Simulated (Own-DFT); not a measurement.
# Point defects and the pressure they add: zincblende GaAs

No measurement is shown. These are fixed-geometry runs of a retired plane-wave code named Own-DFT, which no person has reviewed; spin and spin-orbit coupling are neglected.

Method: PBE; PseudoDojo norm-conserving scalar-relativistic files; cutoff 42 hartree; 3 x 3 x 3 k mesh centred on Gamma; Fermi-Dirac smearing of 0.1 eV.

Limits (not all hold for every row): not probed for a lower state with spin; forces not confirmed at this smearing and k mesh; stress not checked against mesh or cutoff.

All runs share one cell, with vectors in Å (11.737, 0.000, 0.000); (0.000, 11.737, 0.000); (0.000, 0.000, 10.919) and a volume of 1504.3 Å³, strained against the parent crystal. The atoms are randomly displaced, by u rms on each axis. The defect's site can differ from row to row.

| cell | formula | u (Å) | P (GPa) |
|---|---|---|---|
| no defect | As32Ga32 | 0.0295 | 0.74 |
| no defect | As32Ga32 | 0.0301 | 0.76 |
| no defect | As32Ga32 | 0.0512 | 1.12 |
| one Al on a Ga site | AlAs32Ga31 | 0.0278 | 0.70 |
| one Al on a Ga site | AlAs32Ga31 | 0.0295 | 0.73 |
| one Al on a Ga site | AlAs32Ga31 | 0.0496 | 1.05 |
| one P on an As site | As31Ga32P | 0.0276 | 0.51 |
| one P on an As site | As31Ga32P | 0.0309 | 0.54 |
| one P on an As site | As31Ga32P | 0.0457 | ? |
| one P on an As site | As31Ga32P | 0.0518 | 0.91 |
| one As vacancy and one Ga vacancy | As31Ga31 | 0.0292 | 0.41 |
| one As vacancy and one Ga vacancy | As31Ga31 | 0.0475 | 0.84 |
| one As vacancy and one Ga vacancy | As31Ga31 | 0.0541 | 0.71 |
| one In on a Ga site | As32Ga31In | 0.0275 | 1.30 |
| one In on a Ga site | As32Ga31In | 0.0289 | 1.27 |
| one In on a Ga site | As32Ga31In | 0.0456 | 1.55 |

## Working it out

P = P0 + c u² + a shift for each defect gives P0 = 0.58 GPa, c = 198 ± 21 GPa/Å² and a scatter of 0.06 GPa. The shifts, and each times the cell's volume:

- one In on a Ga site: 0.55 ± 0.05 GPa, 5.1 eV
- one Al on a Ga site: -0.03 ± 0.05 GPa, -0.2 eV (not resolved)
- one P on an As site: -0.22 ± 0.05 GPa, -2.1 eV
- one As vacancy and one Ga vacancy: -0.33 ± 0.05 GPa, -3.1 eV

Against the defect-free cell, a freed cell would be larger where the shift is positive and smaller where it is negative (160.2 GPa Å³ is 1 eV). The atoms around the defects weren't relaxed, which would change these numbers.

## Prediction

Question: what pressure belongs in the blank (one P on an As site, u = 0.0457 Å)?

The fitted form gives 0.77 ± 0.08 GPa. The calculation gave 0.70 GPa.
